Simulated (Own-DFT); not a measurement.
# Two functionals across a range of volumes: C11b WSi2, 30 atoms (Si20W10)

No measurement is shown. These are fixed-geometry runs of a retired plane-wave code named Own-DFT, which no person has reviewed; spin and spin-orbit coupling are neglected.

Keep in mind: forces on such cells failed a check on a denser k mesh; stress not checked against mesh or cutoff.

Each geometry was run with PBE and with PBEsol, otherwise alike: PseudoDojo norm-conserving scalar-relativistic files made for PBE; cutoff 50 hartree; 5 x 5 x 5 k mesh centred on Gamma; cold (Marzari-Vanderbilt) smearing of 0.2 eV. Unstrained cell vectors in Å: (-2.148, -5.953, 3.409); (-6.444, 2.976, 1.136); (-2.553, -2.948, -6.757). Each has a uniform strain, of which the change of volume is shown, and random moves of rms u per axis.

| run | volume change (%) | u (Å) | P with PBE (GPa) | P with PBEsol (GPa) |
|---|---|---|---|---|
| 1 | 0.42 | 0.0473 | 5.34 | 1.26 |
| 2 | -1.85 | 0.0490 | 11.23 | 7.03 |
| 3 | -3.06 | 0.0531 | 14.45 | 10.18 |
| 4 | -0.14 | 0.0512 | 6.79 | 2.68 |
| 5 | -0.49 | 0.0469 | 7.51 | 3.40 |
| 6 | -0.23 | 0.0569 | 7.38 | 3.28 |
| 7 | -1.98 | 0.0568 | 11.58 | 7.36 |
| 8 | -1.79 | 0.0499 | 10.75 | 6.56 |
| 9 | 5.02 | 0.0526 | -3.90 | -7.75 |
| 10 | -0.88 | 0.0481 | 7.87 | 3.72 |
| 11 | -0.92 | 0.0545 | 9.19 | ? |

Question: by how much does PBEsol shrink this cell, and what belongs in the blank?

## Solution

Write v for the change of volume as a fraction. Fitted to v and u², the PBE pressure has a slope of -224 ± 7 GPa in v, with the ions held to the strained lattice. The difference PBEsol less PBE is -4.10 + 5.2 v GPa (slope ± 0.2) and averages -4.13 GPa. Divided by the mean slope of the two, 221 GPa, that makes PBEsol's volume at a given pressure, near 6 GPa, about 1.9 % smaller, or 0.62 % in lengths. At one volume PBEsol's slope is the smaller by 5 GPa, but its pressure there is lower too. If stiffness rises by about 4 GPa for each GPa, PBEsol at equal pressure is stiffer by about 11 GPa. Files made for PBEsol would give a different shift.

For run 11 the line gives 5.04 GPa. The calculation gave 5.04 GPa.
